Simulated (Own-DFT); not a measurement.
# A layer strained by its substrate: wurtzite AlGaN with randomly placed atoms, 72 atoms (Al9Ga27N36)

Source: density functional calculations with Own-DFT, an unreviewed in-house program that is no longer used. Nothing was measured or relaxed, and spin and spin-orbit coupling are left out.

All runs used: PBE; PseudoDojo norm-conserving scalar-relativistic files (stringent for Ga); cutoff 96 hartree; 4 x 4 x 3 k mesh centred on Gamma; Gaussian smearing of 0.01 eV.

Caveats: forces on such cells passed a denser k mesh, each cell not checked; stress not checked against mesh or cutoff.

Unstrained cell vectors in Å: (9.509, 0.000, 0.000); (-4.755, 8.235, 0.000); (0.000, 0.000, 10.268). The unstrained cell has measured lattice constants (interpolated for alloys), not those of this functional. That, the random moves and any unrelaxed bonds set the pressure at no strain. Each run strains x and y alike by e, as a substrate would, and holds the height along z. Each coordinate of each atom was shifted by a normal deviate of width 0.05 Å. The random placing of the alloy's atoms differs from row to row. Stress is positive in tension.

| e (%) | u (Å) | (s_xx + s_yy)/2 (GPa) | s_zz (GPa) |
|---|---|---|---|
| -3.00 | 0.053 | -27.89 | -11.57 |
| -2.25 | 0.050 | -21.94 | -9.13 |
| -1.75 | 0.049 | -17.37 | -10.25 |
| -1.00 | 0.052 | -12.90 | -8.41 |
| -0.75 | 0.048 | -11.67 | -6.89 |
| 0.25 | 0.052 | -5.26 | -7.75 |
| 0.50 | 0.049 | -3.94 | -7.50 |
| 1.25 | 0.048 | ? | ? |
| 1.50 | 0.051 | 0.83 | -4.88 |
| 2.75 | 0.049 | 6.14 | -4.98 |

## What the rows give

With e as a fraction, the in-plane stress is -6.7 + 577 e - 4089 e² GPa (errors 7 and 384, scatter 0.35), and s_zz is -7.5 + 111 e GPa (slope ± 18, scatter 0.92). At e = 0 the first slope is C11 + C12 and the second 2 C13, both with the ions held to the strained lattice and at the cell's own pressure. The term in e² is negative: the layer stiffens under compression and softens under tension. A free layer would change its height as e changes, and the in-plane slope would drop by 2 C13²/C33 to the biaxial modulus. At fixed height, a misfit of 1 % moves the in-plane stress by about 5.8 GPa and s_zz by 1.1 GPa.

## Test on the hidden row

Asked: what are the two stresses at e = 1.25 %?

The fit gives -0.2 and -6.1 GPa. The calculation gave 0.39 and -6.07 GPa.
